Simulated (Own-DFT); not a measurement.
Simulation results for GaN (wurtzite, strained, atoms displaced)

A calculation, not a measurement: plane-wave PBE density functional theory by an unreviewed code, no spin, of a simulated periodic cell, stress positive in tension, free energy of the whole cell less one offset for each atom, forces on such cells passed a denser k mesh, this cell's mesh not checked; offsets are fitted by least squares, one for each functional and potential file, so energies compare only between cells with the same atoms and settings and are not formation energies; the far tail of each file's local potential was reset to the Coulomb form; each entry is a single point on an unrelaxed cell, so the pressure reflects the starting lattice, mostly measured values (interpolated for alloys), from which strain is counted, and rises with the displacements; printed positions are rounded, which can move forces by about a meV/angstrom; the program, named Own-DFT, is a retired in-house code; no spin-orbit coupling. Program: Own-DFT development build.

Settings shared by all entries: functional PBE; potential files PseudoDojo norm-conserving, scalar-relativistic, standard set with the stringent files for Ga; wave cutoff 96 hartree; occupations Gaussian; smearing width 0.01 eV; k mesh 3 x 4 x 3 centred on Gamma.

(1) GaN (wurtzite, strained, atoms displaced)

```
cell vectors (Å)
  12.7560     0.0000     0.0000
  -4.7835     8.2853     0.0000
   0.0000     0.0000    10.3182
atoms (fractions of the cell vectors)
Ga  0.07965  0.20970  0.99352
Ga  0.17091  0.10861  0.24547
N   0.07879  0.21141  0.18779
N   0.17180  0.11297  0.42976
Ga  0.08188  0.22641  0.50969
Ga  0.16209  0.10799  0.75133
N   0.09199  0.23722  0.68439
N   0.16692  0.11637  0.93735
Ga  0.07815  0.54830  0.99661
Ga  0.17051  0.43390  0.25307
N   0.09081  0.56780  0.19274
N   0.16423  0.43764  0.42739
Ga  0.08587  0.55281  0.49873
Ga  0.17481  0.44585  0.74904
N   0.07551  0.55282  0.68198
N   0.15779  0.43612  0.94276
Ga  0.08699  0.88830  0.00160
Ga  0.16508  0.77736  0.24611
N   0.08063  0.88710  0.18660
N   0.17006  0.77940  0.43401
Ga  0.08387  0.88680  0.50456
Ga  0.16783  0.78004  0.75007
N   0.08392  0.88556  0.68566
N   0.16359  0.78015  0.94020
Ga  0.32417  0.21247  0.00391
Ga  0.42046  0.11338  0.24479
N   0.33727  0.22597  0.19138
N   0.41673  0.11258  0.43779
Ga  0.33396  0.22710  0.49861
Ga  0.41317  0.10441  0.74748
N   0.33014  0.21916  0.68703
N   0.41618  0.10820  0.94336
Ga  0.33309  0.55147  0.00770
Ga  0.41419  0.44877  0.24445
N   0.33078  0.55654  0.19080
N   0.41491  0.44505  0.44557
Ga  0.33594  0.55257  0.50312
Ga  0.41442  0.43765  0.74520
N   0.33491  0.55067  0.69605
N   0.42194  0.44641  0.94556
Ga  0.33239  0.88571  0.99772
Ga  0.41980  0.77931  0.25847
N   0.33299  0.88506  0.19500
N   0.41674  0.77829  0.43869
Ga  0.32797  0.87940  0.50218
Ga  0.41374  0.77625  0.75365
N   0.33210  0.88188  0.69019
N   0.40644  0.76944  0.94022
Ga  0.58109  0.23157  0.00127
Ga  0.66786  0.10408  0.24832
N   0.58304  0.22595  0.19103
N   0.66830  0.11199  0.43595
Ga  0.58859  0.22364  0.50255
Ga  0.66136  0.11233  0.74254
N   0.57958  0.21997  0.68704
N   0.66274  0.11513  0.93207
Ga  0.58298  0.55532  0.99429
Ga  0.66491  0.45332  0.25292
N   0.57659  0.55340  0.18544
N   0.67271  0.44546  0.44130
Ga  0.58725  0.55361  0.49792
Ga  0.66925  0.43310  0.74986
N   0.58081  0.55520  0.69316
N   0.66506  0.44410  0.94289
Ga  0.58968  0.88980  0.99899
Ga  0.66622  0.77197  0.25531
N   0.58354  0.89142  0.19494
N   0.66805  0.78214  0.44047
Ga  0.57941  0.88394  0.50065
Ga  0.66820  0.77666  0.74555
N   0.58522  0.89953  0.68658
N   0.66897  0.78159  0.94244
Ga  0.83978  0.22653  0.00047
Ga  0.91439  0.10987  0.25325
N   0.83997  0.22492  0.19051
N   0.91969  0.12490  0.43635
Ga  0.83512  0.22670  0.49545
Ga  0.90942  0.11009  0.75484
N   0.83317  0.21332  0.68009
N   0.91573  0.10852  0.93920
Ga  0.82491  0.55070  0.99486
Ga  0.91943  0.44440  0.25167
N   0.83618  0.55293  0.18705
N   0.92013  0.44886  0.44164
Ga  0.83449  0.55228  0.50697
Ga  0.91345  0.43571  0.74509
N   0.83001  0.55429  0.69083
N   0.92557  0.45338  0.93919
Ga  0.83416  0.88249  0.99455
Ga  0.91479  0.77625  0.25434
N   0.82718  0.87640  0.19425
N   0.90980  0.76573  0.44045
Ga  0.82820  0.88465  0.50091
Ga  0.91763  0.78173  0.74637
N   0.82429  0.87227  0.68930
N   0.92036  0.77612  0.93618
```

* free energy of cell above offsets: -5.618 eV
* pressure: 7.67 GPa
* stress xx: -8.01 GPa
* stress yy: -6.28 GPa
* stress zz: -8.73 GPa
* stress yz: -0.62 GPa
* stress xz: 0.15 GPa
* stress xy: -0.34 GPa

Force:
```tsv
element	x (eV/Å)	y (eV/Å)	z (eV/Å)
Ga	-0.978	1.657	1.757
Ga	-0.885	-0.108	0.418
N	0.409	0.426	-0.661
N	-1.216	-0.488	1.791
Ga	0.834	-0.675	-3.219
Ga	0.516	0.445	-0.813
N	-0.651	-2.52	2.105
N	0.512	-1.615	-0.509
Ga	1.7	1.913	1.815
Ga	-1.811	0.242	-2.246
N	-0.008	-2.946	-1.034
N	0.56	0.794	3.39
Ga	-0.041	0.548	-0.927
Ga	-2.191	0.751	1.363
N	1.713	0.5	1.112
N	1.512	0.226	-0.784
Ga	-1.19	-0.04	0.041
Ga	0.353	1.031	0.584
N	0.114	0.2	0.265
N	-0.928	-0.651	0.88
Ga	0.024	0.39	-2.189
Ga	-0.253	-1.222	0.343
N	-0.686	0.69	0.977
N	1.239	-0.569	-0.766
Ga	1.69	1.521	-0.234
Ga	-0.316	-0.798	1.192
N	-0.419	-0.269	-0.589
N	0.564	-0.14	0.547
Ga	0.489	-1.349	-0.335
Ga	-0.436	0.476	0.592
N	0.152	-0.618	0.458
N	-0.78	0.223	-0.984
Ga	-0.644	-0.185	-1.226
Ga	0.353	-0.625	1.097
N	0.647	0.383	0.334
N	1.247	0.595	-1.397
Ga	-1.304	0.361	-0.143
Ga	0.69	0.137	1.536
N	-0.09	1.243	-1.275
N	-1.533	-1.245	-1.136
Ga	-0.327	-0.005	1.373
Ga	-0.925	-0.038	-1.565
N	0.152	0.65	-1.099
N	0.071	-0.799	1.345
Ga	0.256	1.654	-0.786
Ga	1.15	-0.187	0.098
N	-0.404	0.383	-0.211
N	1.774	0.333	0.005
Ga	0.79	-1.694	0.718
Ga	-0.659	2.038	0.113
N	1.103	0.337	-0.337
N	0.053	-0.35	0.461
Ga	-1.209	-0.656	-1.523
Ga	1.225	0.214	1.041
N	-0.173	0.043	0.151
N	0.921	0.139	0.834
Ga	0.033	0.644	0.714
Ga	1.257	-0.922	-0.526
N	0.766	0.585	0.446
N	-0.841	-0.072	-0.117
Ga	-0.629	0.026	0.851
Ga	-1.836	1.319	0.42
N	0.932	-0.554	-0.617
N	-0.295	0.222	-1.524
Ga	-1.936	0.567	0.423
Ga	-0.804	0.269	-0.861
N	0.662	-1.294	-1.154
N	-0.469	-1.085	0.17
Ga	0.17	1.076	-0.11
Ga	-2.081	-0.486	1.087
N	0.083	-2.16	0.315
N	0.321	-0.695	-1.157
Ga	-1.299	0.045	0.027
Ga	1.026	-0.71	-0.587
N	-1.006	-0.409	-0.62
N	0.766	-1.952	1.002
Ga	-0.361	-0.179	-0.268
Ga	1.3	-0.497	-0.946
N	-1.306	0.732	0.991
N	-0.239	-0.606	-0.294
Ga	2.245	0.863	1.159
Ga	0.247	0.817	-0.14
N	-1.068	0.125	-0.046
N	-0.279	-0.286	-0.32
Ga	0.222	0.061	-0.815
Ga	0.062	0.516	0.598
N	0.889	-0.233	0.495
N	-2.869	-2.035	-1.281
Ga	0.088	0.203	1.381
Ga	0.637	-0.511	-0.565
N	0.194	1.349	-1.011
N	0.306	1.676	0.574
Ga	1.138	1.104	-0.402
Ga	0.608	-0.994	0.652
N	1.144	2.596	-0.479
N	-0.529	0.134	-0.214
```

(2) GaN (wurtzite, strained, atoms displaced)

```
cell vectors (Å)
  12.7560     0.0000     0.0000
  -4.7835     8.2853     0.0000
   0.0000     0.0000    10.6552
atoms (fractions of the cell vectors)
Ga  0.07370  0.21443  0.00122
Ga  0.16245  0.10954  0.24986
N   0.08694  0.22629  0.18424
N   0.16861  0.11266  0.42683
Ga  0.09116  0.23420  0.50084
Ga  0.16889  0.10657  0.75231
N   0.08972  0.23356  0.68240
N   0.16847  0.11144  0.94687
Ga  0.07694  0.56148  0.99901
Ga  0.17020  0.44254  0.24144
N   0.08578  0.55990  0.19077
N   0.16630  0.44732  0.43903
Ga  0.08416  0.56201  0.49671
Ga  0.16248  0.43862  0.74845
N   0.08615  0.55514  0.68327
N   0.17237  0.45182  0.94744
Ga  0.07995  0.88271  0.99377
Ga  0.16555  0.77922  0.24977
N   0.08397  0.88907  0.19020
N   0.17215  0.78753  0.43775
Ga  0.08760  0.89431  0.50659
Ga  0.16971  0.77834  0.75004
N   0.08586  0.88395  0.69195
N   0.16337  0.77826  0.94187
Ga  0.33865  0.22152  0.99485
Ga  0.41469  0.11765  0.24812
N   0.32948  0.21627  0.18349
N   0.41787  0.11250  0.43498
Ga  0.33576  0.21917  0.50665
Ga  0.41862  0.11520  0.75165
N   0.33488  0.21658  0.68971
N   0.41218  0.12072  0.93861
Ga  0.33156  0.54787  0.00035
Ga  0.41619  0.44513  0.24862
N   0.33264  0.56011  0.18931
N   0.41804  0.44532  0.43248
Ga  0.32686  0.55306  0.50118
Ga  0.42466  0.45035  0.74674
N   0.33796  0.56210  0.68297
N   0.41440  0.44351  0.94347
Ga  0.32113  0.88445  0.99317
Ga  0.41412  0.76065  0.25475
N   0.32717  0.89065  0.18674
N   0.41957  0.77628  0.43593
Ga  0.33999  0.89539  0.50099
Ga  0.41604  0.77804  0.75326
N   0.33853  0.89503  0.69231
N   0.41386  0.76800  0.93571
Ga  0.58421  0.22426  0.00409
Ga  0.66174  0.11039  0.25450
N   0.57728  0.21506  0.18072
N   0.66666  0.11273  0.44413
Ga  0.58213  0.23153  0.49859
Ga  0.66573  0.11080  0.74969
N   0.58404  0.22190  0.68295
N   0.66310  0.10457  0.93223
Ga  0.58838  0.55926  0.00367
Ga  0.66943  0.43904  0.25467
N   0.58208  0.55591  0.19049
N   0.66194  0.44178  0.43981
Ga  0.58565  0.54605  0.49690
Ga  0.66261  0.44515  0.74305
N   0.58797  0.55226  0.68796
N   0.66672  0.44278  0.93989
Ga  0.58288  0.90225  0.01174
Ga  0.66726  0.77182  0.24371
N   0.57763  0.88214  0.19452
N   0.66037  0.77814  0.43912
Ga  0.59266  0.89737  0.49815
Ga  0.66523  0.77502  0.74584
N   0.57750  0.88429  0.68890
N   0.65694  0.78642  0.93453
Ga  0.83301  0.22509  0.00642
Ga  0.91421  0.10155  0.24634
N   0.83473  0.21816  0.18487
N   0.91783  0.10817  0.43501
Ga  0.83429  0.23001  0.50005
Ga  0.91803  0.11901  0.75144
N   0.82976  0.22116  0.68771
N   0.92626  0.11854  0.93769
Ga  0.83637  0.55407  0.00560
Ga  0.91427  0.45442  0.25498
N   0.83316  0.56109  0.19927
N   0.90922  0.43321  0.43708
Ga  0.83107  0.55031  0.49641
Ga  0.91828  0.45162  0.75377
N   0.83027  0.55289  0.68689
N   0.91361  0.44129  0.93057
Ga  0.83453  0.88914  0.00056
Ga  0.91006  0.78570  0.24469
N   0.82761  0.89158  0.18781
N   0.91180  0.77484  0.43010
Ga  0.83898  0.88738  0.50077
Ga  0.92258  0.78000  0.74895
N   0.83175  0.88804  0.69712
N   0.91272  0.77450  0.93601
```

- free energy of cell above offsets: -4.934 eV
- pressure: 1.96 GPa
- stress xx: -4.71 GPa
- stress yy: -4.99 GPa
- stress zz: 3.82 GPa
- stress yz: 0.05 GPa
- stress xz: 0.11 GPa
- stress xy: 0.45 GPa

Force:
```tsv
element	x (eV/Å)	y (eV/Å)	z (eV/Å)
Ga	3.393	2.415	0.717
Ga	0.889	0.105	-1.024
N	-0.848	-1.126	0.277
N	-0.104	0.117	2.646
Ga	-0.426	-1.554	-0.904
Ga	-0.651	1.011	0.8
N	0.148	-2.473	0.591
N	-0.616	-0.437	-1.609
Ga	1.84	-1.179	0.845
Ga	-1.289	0.339	1.048
N	-0.966	-0.805	-0.406
N	-0.502	0.291	-1.152
Ga	0.159	-0.13	-0.033
Ga	1.191	1.98	1.286
N	-0.851	0.343	0.525
N	-2.235	-1.343	-1.459
Ga	-0.63	1.436	1.605
Ga	0.298	0.418	0.351
N	-1.549	-0.473	-0.951
N	-0.41	-0.676	0.443
Ga	-0.377	-0.158	-1.548
Ga	0.855	-0.526	0.071
N	-0.474	0.755	-0.598
N	-0.807	-0.828	-1.948
Ga	-3.05	1.371	1.915
Ga	-0.093	-1.565	0.031
N	-0.357	1.326	0.136
N	0.086	0.328	0.145
Ga	-0.729	0.549	-1.448
Ga	0.891	-0.288	0.489
N	-0.866	0.992	-0.307
N	3.621	-2.35	-1.358
Ga	0.209	1.327	0.385
Ga	-0.256	-0.928	-0.01
N	0.914	-1.991	-0.995
N	-0.156	-0.548	1.074
Ga	1.586	0.872	-0.2
Ga	-1.471	-0.366	0.83
N	-0.205	-1.193	0.731
N	1.367	0.163	-1.206
Ga	2.905	0.937	1.661
Ga	-1.442	2.97	0.294
N	1.289	-0.043	-0.33
N	-0.492	0.31	0.676
Ga	0.391	-0.752	-0.143
Ga	0.329	-0.212	0.112
N	-0.664	-0.384	-0.5
N	-0.837	1.427	0.773
Ga	-0.282	-0.486	-1.543
Ga	0.716	-0.566	0.047
N	0.809	0.999	1.688
N	-0.449	1.212	-1.162
Ga	0.702	-2.273	0.658
Ga	-0.14	-0.695	-0.308
N	-0.385	0.285	0.446
N	-0.041	1.845	0.972
Ga	-1.021	0.233	-0.567
Ga	-1.629	-0.113	-0.695
N	1.101	-0.834	-0.382
N	1.94	0.205	-1.286
Ga	-2.894	2.276	0.395
Ga	2.072	-1.051	1.701
N	-1.462	0.813	-1.09
N	0.307	0.506	-0.27
Ga	-0.442	-2.03	-0.896
Ga	-1.693	0.512	1.766
N	0.619	0.893	-0.384
N	2.537	-0.866	-0.575
Ga	-1.631	-1.216	1.044
Ga	-0.801	0.643	0.825
N	1.033	0.746	-0.695
N	2.134	-0.677	0.783
Ga	0.059	-0.781	-1.206
Ga	0.104	2.37	1.261
N	-1.119	0.731	0.891
N	-0.108	0.58	0.314
Ga	0.837	-2.623	0.702
Ga	0.25	-0.557	-0.378
N	0.613	0.805	0.031
N	-3.202	-1.668	-0.782
Ga	-1.134	-0.108	-0.47
Ga	2.147	-1.241	-0.408
N	-0.258	-0.216	-1.694
N	0.372	2.657	-0.408
Ga	0.012	0.831	0.677
Ga	0.029	-0.821	-1.629
N	0.424	0.653	-0.456
N	0.052	0.375	1.639
Ga	-1.407	0.054	-1.057
Ga	2.1	0.067	0.836
N	0.752	-0.626	-1.414
N	1.127	-0.279	0.943
Ga	-1.69	0.332	0.401
Ga	-1.584	-0.717	0.177
N	1.079	0.568	-1.112
N	0.435	-0.199	0.341
```

(3) GaN (wurtzite, strained, atoms displaced)

```
cell vectors (Å)
  12.7560     0.0000     0.0000
  -4.7835     8.2853     0.0000
   0.0000     0.0000    10.6292
atoms (fractions of the cell vectors)
Ga  0.08015  0.21956  0.99973
Ga  0.17326  0.12225  0.24548
N   0.08680  0.22902  0.20071
N   0.17427  0.11616  0.43610
Ga  0.08559  0.22426  0.50596
Ga  0.16183  0.09977  0.73599
N   0.08465  0.21754  0.68592
N   0.17164  0.12377  0.93333
Ga  0.08226  0.55570  0.99349
Ga  0.17026  0.44737  0.25152
N   0.08609  0.54979  0.18525
N   0.16325  0.43353  0.43717
Ga  0.07811  0.55267  0.50005
Ga  0.17016  0.44861  0.75895
N   0.08634  0.56469  0.69064
N   0.16525  0.44274  0.93395
Ga  0.08106  0.88633  0.00363
Ga  0.16404  0.77698  0.24146
N   0.07692  0.87800  0.19312
N   0.17176  0.78135  0.43773
Ga  0.08500  0.88623  0.50173
Ga  0.16568  0.77933  0.75229
N   0.08768  0.88476  0.69393
N   0.17179  0.78374  0.94951
Ga  0.32772  0.22350  0.00199
Ga  0.41390  0.11033  0.24976
N   0.33604  0.23069  0.18526
N   0.41638  0.11974  0.43845
Ga  0.33402  0.23020  0.49954
Ga  0.41631  0.10660  0.75792
N   0.33440  0.22863  0.68508
N   0.41532  0.11297  0.93455
Ga  0.33436  0.55314  0.00205
Ga  0.40960  0.43455  0.25954
N   0.32906  0.55573  0.20047
N   0.41173  0.44179  0.43280
Ga  0.32290  0.55543  0.50181
Ga  0.41065  0.43851  0.75692
N   0.33378  0.55658  0.68189
N   0.41149  0.43663  0.92828
Ga  0.33942  0.88416  0.99244
Ga  0.41647  0.76864  0.25021
N   0.33014  0.90005  0.18603
N   0.41742  0.78078  0.44152
Ga  0.33290  0.89234  0.49768
Ga  0.41692  0.76671  0.74812
N   0.33156  0.88350  0.68724
N   0.42485  0.78310  0.94585
Ga  0.58352  0.22445  0.99279
Ga  0.66613  0.11763  0.24405
N   0.58322  0.22435  0.18494
N   0.66433  0.10341  0.43430
Ga  0.58398  0.22250  0.50234
Ga  0.66561  0.10701  0.75307
N   0.58598  0.23072  0.69039
N   0.66337  0.11047  0.94146
Ga  0.58513  0.56669  0.99714
Ga  0.66135  0.44697  0.25056
N   0.57919  0.55493  0.19310
N   0.66506  0.44303  0.43789
Ga  0.58511  0.54932  0.49506
Ga  0.67038  0.44929  0.74563
N   0.58209  0.54824  0.69065
N   0.66561  0.44429  0.94613
Ga  0.58388  0.89297  0.00750
Ga  0.67240  0.78534  0.25087
N   0.58019  0.88813  0.18944
N   0.67311  0.78287  0.43451
Ga  0.58738  0.89502  0.49740
Ga  0.66283  0.76957  0.75163
N   0.58905  0.88784  0.68529
N   0.67431  0.79059  0.94191
Ga  0.83286  0.22272  0.99496
Ga  0.90388  0.11448  0.24492
N   0.83662  0.21935  0.18931
N   0.92183  0.11672  0.43464
Ga  0.83638  0.22831  0.50078
Ga  0.92035  0.10905  0.75216
N   0.82997  0.22101  0.68115
N   0.92159  0.11664  0.94341
Ga  0.82869  0.55836  0.98526
Ga  0.91502  0.43877  0.24756
N   0.83332  0.55029  0.19603
N   0.91192  0.44187  0.44207
Ga  0.83130  0.55882  0.49490
Ga  0.91988  0.44424  0.75113
N   0.84544  0.56109  0.67953
N   0.91628  0.44608  0.93608
Ga  0.83991  0.89204  0.00287
Ga  0.91394  0.77327  0.25601
N   0.83803  0.88277  0.18464
N   0.92329  0.77808  0.43625
Ga  0.83612  0.87938  0.49680
Ga  0.92183  0.77968  0.74965
N   0.83379  0.88874  0.68965
N   0.91952  0.78470  0.93271
```

* free energy of cell above offsets: -5.397 eV
* pressure: 2.42 GPa
* stress xx: -5.03 GPa
* stress yy: -4.96 GPa
* stress zz: 2.74 GPa
* stress yz: -0.18 GPa
* stress xz: -0.77 GPa
* stress xy: 0.22 GPa

Force:
```tsv
element	x (eV/Å)	y (eV/Å)	z (eV/Å)
Ga	1.361	0.888	1.307
Ga	-0.795	-1.71	1.068
N	-0.813	-1.094	-2.188
N	-1.134	-0.989	0.277
Ga	-0.021	-1.125	-1.395
Ga	0.968	2.192	1.704
N	-0.663	0.831	0.748
N	-0.851	-1.926	-0.042
Ga	0.354	0.205	1.246
Ga	-1.37	-0.712	0.719
N	-1.082	0.319	-0.225
N	-1	1.639	0.321
Ga	0.809	0.468	-0.033
Ga	-0.225	-0.4	-2.106
N	0.56	-1.477	-0.159
N	0.268	0.51	1.333
Ga	0.455	1.046	0.338
Ga	0.806	-0.423	0.917
N	-0.359	1.757	-1.015
N	-0.9	-1.107	-0.429
Ga	0.771	0.877	-0.53
Ga	1.598	-0.108	0.921
N	-1.23	-0.115	-1.516
N	-0.465	-0.7	-1.655
Ga	1.251	-0.316	-0.247
Ga	0.471	0.659	0.313
N	0.245	-0.987	-0.466
N	0.751	-0.466	-0.178
Ga	0.54	-0.566	0.712
Ga	-0.512	0.532	-1.907
N	0.229	-1.326	0.184
N	0.151	-0.157	1.059
Ga	-0.311	0.028	0.529
Ga	0.356	1.797	-1.315
N	1.691	-0.464	-2.299
N	0.318	1.344	1.856
Ga	1.399	0.391	-0.713
Ga	0.441	0.226	-2.511
N	-0.013	-0.923	1.178
N	0.318	1.593	2.743
Ga	-1.526	1.496	1.691
Ga	-1.205	2.037	0.974
N	1.432	-1.61	-0.526
N	0.145	-0.344	-0.519
Ga	0.549	0.447	0.319
Ga	-0.178	1.776	-0.002
N	0.481	0.484	0.538
N	-0.047	-1.841	-1.56
Ga	-0.757	-0.298	1.325
Ga	-0.121	-0.62	0.886
N	-0.437	0.093	-0.217
N	-0.118	2.077	-0.268
Ga	-0.045	-0.603	-0.147
Ga	-0.099	0.361	-0.555
N	0.394	-1.348	-0.042
N	0.816	0.206	-0.61
Ga	-0.066	-0.903	0.921
Ga	1.074	-0.422	-0.454
N	-0.495	0.624	-0.892
N	0.623	-0.197	-0.278
Ga	-1.867	0.993	0.647
Ga	0.713	0.014	0.542
N	-0.721	0.647	-0.582
N	-0.839	0.68	-1.76
Ga	0.993	0.061	-0.08
Ga	-0.367	-0.839	-0.277
N	0.771	0.424	0.077
N	-0.311	-0.905	0.386
Ga	0.1	-1.429	0.415
Ga	0.669	0.734	-0.107
N	-0.965	-0.186	0.385
N	-0.448	-0.711	-0.479
Ga	-0.106	0.114	0.638
Ga	5.516	-2.129	2.352
N	-3.823	1.572	-2.293
N	-0.621	-0.921	0.278
Ga	0.087	-1.696	-0.439
Ga	-0.893	0.164	-0.501
N	0.83	0.075	1.79
N	-1.135	-0.733	-1.015
Ga	1.268	0.312	2.08
Ga	0.449	0.97	0.558
N	-0.78	0.245	-1.146
N	0.308	0.74	-1.134
Ga	0.713	-0.526	0.365
Ga	-0.164	-0.357	-0.796
N	-1.439	-0.199	0.999
N	-0.312	-0.117	-0.138
Ga	-0.488	0.058	-0.13
Ga	0.707	-0.217	-0.765
N	-1.237	0.998	0.343
N	-0.528	-0.126	0.555
Ga	-0.744	2.013	0.623
Ga	-0.821	-0.146	-0.454
N	0.436	-0.516	-0.283
N	0.269	-0.686	0.225
```
